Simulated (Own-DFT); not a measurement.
# How strain changes the stress of beta-Si3N4, 112 atoms (N64Si48)

These are calculations, not measurements. The program, named Own-DFT, is a retired in-house plane-wave density functional code that no person has reviewed. Each row is one single-point run on a periodic cell that was not relaxed, without spin or spin-orbit coupling.

Settings of every run: PBE; PseudoDojo norm-conserving scalar-relativistic files; cutoff 42 hartree; 2 x 2 x 4 k mesh centred on Gamma; Fermi-Dirac smearing of 0.1 eV.

Known limits: forces on such cells moved up to 12 meV/angstrom on a denser k mesh; stress not checked against mesh or cutoff.

Unstrained cell vectors in Å: (15.212, 0.000, 0.000); (-7.606, 13.174, 0.000); (0.000, 0.000, 5.818). The unstrained cell has measured lattice constants (interpolated for alloys), not those of this functional. That, the random moves and any unrelaxed bonds set the pressure at no strain. Each run strains this cell uniformly, with the atoms carried along. Every atom was also moved at random, by a Gaussian of width 0.05 Å on each axis. Strain is the symmetric tensor, in per cent. Stress is positive in tension, and the pressure is minus a third of its trace.

```
run  e_xx (%)  e_yy (%)  e_zz (%)  e_yz (%)  e_xz (%)  e_xy (%)  s_xx (GPa)  s_yy (GPa)  s_zz (GPa)  s_yz (GPa)  s_xz (GPa)  s_xy (GPa)  P (GPa)  E (meV/atom)
  1     -0.04     -1.29     -1.07     -0.78     -0.21      1.10       -7.76      -17.81      -21.89       -0.31       -0.93        6.45    15.82          78.5
  2     -1.12     -1.71     -1.91     -1.88     -1.27      1.47      -18.73      -21.76      -27.54       -6.08       -2.54        8.03    22.67          95.8
  3      0.85     -0.38     -0.20     -1.38     -1.55      1.91       -3.78       -8.61      -12.04       -6.29       -6.22        6.04     8.15          43.8
  4     -1.73      1.37     -1.80      1.19     -1.96     -1.52      -17.25       -4.39      -25.18        5.18       -5.48       -4.67    15.61          88.2
  5     -1.62      1.82     -0.84      0.07     -1.53     -0.72      -14.70       -2.91      -16.66       -1.71       -8.46       -3.66    11.43          62.5
  6     -0.06     -1.27     -0.49     -1.88      0.78     -1.98      -10.17      -16.28      -15.65       -7.64        2.75       -7.22    14.03          58.1
  7     -1.51     -1.52     -1.01     -1.87     -0.92      1.54      -15.85      -20.67      -22.50       -8.96       -2.15        5.66    19.67          57.1
  8      1.80      1.89      1.75      1.49     -1.63     -0.60        4.93        5.61        4.83        5.01       -4.78       -2.00    -5.13           0.0
  9     -0.74      1.02     -0.29     -0.84      1.68     -0.58       -9.56       -4.24      -13.13       -0.66        6.02       -3.01     8.98          38.5
 10      0.70     -0.27     -0.44      1.12     -0.48     -1.80       -4.45      -10.10      -12.45        2.86       -0.51       -9.01     9.00          34.6
 11     -0.87      0.48      0.89     -0.67      1.04     -0.50       -9.93       -6.50       -3.54       -2.25        4.36       -3.05     6.66          18.5
 12      1.42      0.53      0.91     -1.24      0.19     -0.51        0.84       -1.81       -4.33       -3.86        1.50       -2.82     1.76          29.0
 13     -0.37     -0.22      0.73      1.98      1.60     -0.05       -9.51       -8.92       -5.07        7.46        4.43       -1.47     7.83          28.0
 14      0.34     -1.52     -0.85     -0.85     -0.63     -1.15      -10.75      -18.36      -13.99       -1.15       -3.07       -5.77    14.37          45.9
 15      1.45     -1.79     -0.20      0.69      1.14     -0.69       -2.79      -17.92       -9.03        2.92        3.01       -4.57     9.91          32.6
 16     -1.03     -1.17      1.59      1.18     -1.01     -1.27      -13.02      -13.87       -2.48        3.57       -3.77       -4.14     9.79          38.4
 17      0.11     -1.44      0.16     -0.95      1.02      0.96           ?           ?           ?           ?           ?           ?        ?             ?
```

E is the free energy for each atom above the lowest run shown.

## Worked fit

Each stress component was fitted by least squares to a constant and the strains of the runs shown, as fractions, with shears doubled. Shear strains stay in the fit of a normal stress only where such slopes are resolved. The slopes, in GPa:

| stress | at no strain | per e_xx | per e_yy | per e_zz | scatter |
|---|---|---|---|---|---|
| s_xx | -7.6 | 490 ± 34 | 112 ± 28 | 106 ± 37 | 1.34 |
| s_yy | -8.7 | 123 ± 22 | 555 ± 18 | 131 ± 24 | 0.85 |
| s_zz | -10.7 | 141 ± 47 | 64 ± 39 | 707 ± 51 | 1.82 |

Each shear stress against twice its own strain: yz 187 ± 20, xz 167 ± 18, xy 198 ± 18 GPa. These are stiffnesses along x, y and z of the frame in which the cell vectors are given, which need not be the crystal's axes. The atoms are held to the strained lattice; where symmetry lets them move under strain, relaxing them would lower some slopes. The table should be nearly symmetric about its diagonal, and what it lacks of that shows the noise. A ninth of its sum, 270 ± 6 GPa, estimates the bulk modulus near the mean pressure of these runs, 10.7 GPa, so it lies above the value at zero pressure.

## Withheld run

Question: what normal stresses and pressure should run 17 give?

The fit gives s_xx = -8.5, s_yy = -16.3, s_zz = -10.3 and P = 11.7 GPa. The calculation gave -6.23, -14.58, -12.70 and P = 11.17 GPa.
